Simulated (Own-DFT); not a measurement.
# One host, several defects: wurtzite GaN

Source: density functional calculations with Own-DFT, an unreviewed in-house program that is no longer used. Nothing was measured or relaxed, and spin and spin-orbit coupling are left out.

Settings: PBE; PseudoDojo norm-conserving scalar-relativistic files; cutoff 42 hartree; 4 x 4 x 3 k mesh centred on Gamma; Fermi-Dirac smearing of 0.1 eV.

Limits (not all hold for every row): not probed for a lower state with spin; forces not confirmed at this smearing and k mesh; stress not checked against mesh or cutoff.

All runs share one cell, with vectors in Å (9.567, 0.000, 0.000); (-4.784, 8.285, 0.000); (0.000, 0.000, 10.370) and a volume of 822.0 Å³. Atoms were moved at random from their sites; u is the rms move along one axis. The defect's site can differ from row to row.

```
cell,formula,u (Å),P (GPa)
no defect,Ga36N36,0.0196,5.94
no defect,Ga36N36,0.0493,7.62
no defect,Ga36N36,0.0519,7.82
one N on a Ga site,Ga35N37,0.0312,5.63
one N on a Ga site,Ga35N37,0.0473,6.50
one N on a Ga site,Ga35N37,0.0534,6.87
one Ga on an N site,Ga37N35,0.0296,?
one Ga on an N site,Ga37N35,0.0317,11.91
one Ga on an N site,Ga37N35,0.0485,13.20
one Ga on an N site,Ga37N35,0.0541,13.46
```

## Fit

P = P0 + c u² + a shift for each defect gives P0 = 5.69 GPa, c = 781 ± 42 GPa/Å² and a scatter of 0.11 GPa. The shifts, and each times the cell's volume:

- one Ga on an N site: 5.53 ± 0.09 GPa, 28.4 eV
- one N on a Ga site: -0.94 ± 0.09 GPa, -4.8 eV

Positive is outwards. The product with the volume (160.2 GPa Å³ to the eV) is nearly free of the cell's size; divided by the bulk modulus at the cell's pressure it gives the volume that the defect adds. The atoms around the defects weren't relaxed, which would change these numbers.

## Prediction

Q: what pressure belongs in the blank (one Ga on an N site, u = 0.0296 Å)?

The fitted form gives 11.91 ± 0.14 GPa. Computed: 12.12 GPa.
